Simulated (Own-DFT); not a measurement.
# Energy and forces against displacement in beta-Si3N4, 112 atoms (N64Si48)

These are calculations, not measurements. They come from Own-DFT, an in-house plane-wave density functional program, since retired, whose code no person has reviewed. Each row is one single-point run on a periodic cell that was not relaxed, without spin or spin-orbit coupling.

Settings of every run: PBE; PseudoDojo norm-conserving scalar-relativistic files; cutoff 42 hartree; 2 x 2 x 4 k mesh centred on Gamma; Fermi-Dirac smearing of 0.1 eV.

Known limits, some of them of some rows only: some atoms lie very close together; forces on such cells moved up to 12 meV/angstrom on a denser k mesh; stress not checked against mesh or cutoff.

Cell vectors in Å: (15.212, 0.000, 0.000); (-7.606, 13.174, 0.000); (0.000, 0.000, 5.818). In each run every atom was moved at random and independently from its ideal site; u is the rms move along one axis. E is the free energy for each atom above the fitted value at u = 0, and F the rms of the force components.

```
run   u (Å)  E (meV/atom)  F (eV/Å)  largest force (eV/Å)  P (GPa)
  1  0.0198          21.2     0.928                  3.42     5.62
  2  0.0206          20.2     0.887                  2.97     5.57
  3  0.0493         127.8     2.225                  9.59     8.64
  4  0.0503         121.9     2.082                  8.11     8.18
  5  0.0516         115.2     2.132                 10.65     7.85
  6  0.1004             ?         ?                     ?        ?
  7  0.1013         552.9     5.720                 31.11    19.48
  8  0.1034         523.4     5.692                 51.70    18.48
  9  0.1322         786.9     6.215                 27.90    26.31
```

## Worked fit

For small independent moves the energy grows as E = (3/2) K u², with K the mean stiffness felt by one atom. The runs with u up to 0.11 Å give K = 33.1 ± 1.3 eV/Å², with residuals divided by u² + 0.0006 Å², since the noise grows with the moves. The scatter is 10.2 meV/atom at u = 0.05 Å. The forces follow F = G u with G = 47.4 eV/Å²; no force at u = 0 is resolved. G exceeds K because the moves of its neighbours add to the force on an atom, and stiffness differs between atoms. The pressure follows P = 4.94 + 1335 u² GPa: at fixed volume, shortened bonds push harder than stretched ones pull.

## Withheld run

Question: what energy and rms force should run 6 give?

The fit gives 501 ± 40 meV/atom and about 4.76 eV/Å. The calculation gave 422.5 meV/atom and 4.153 eV/Å.
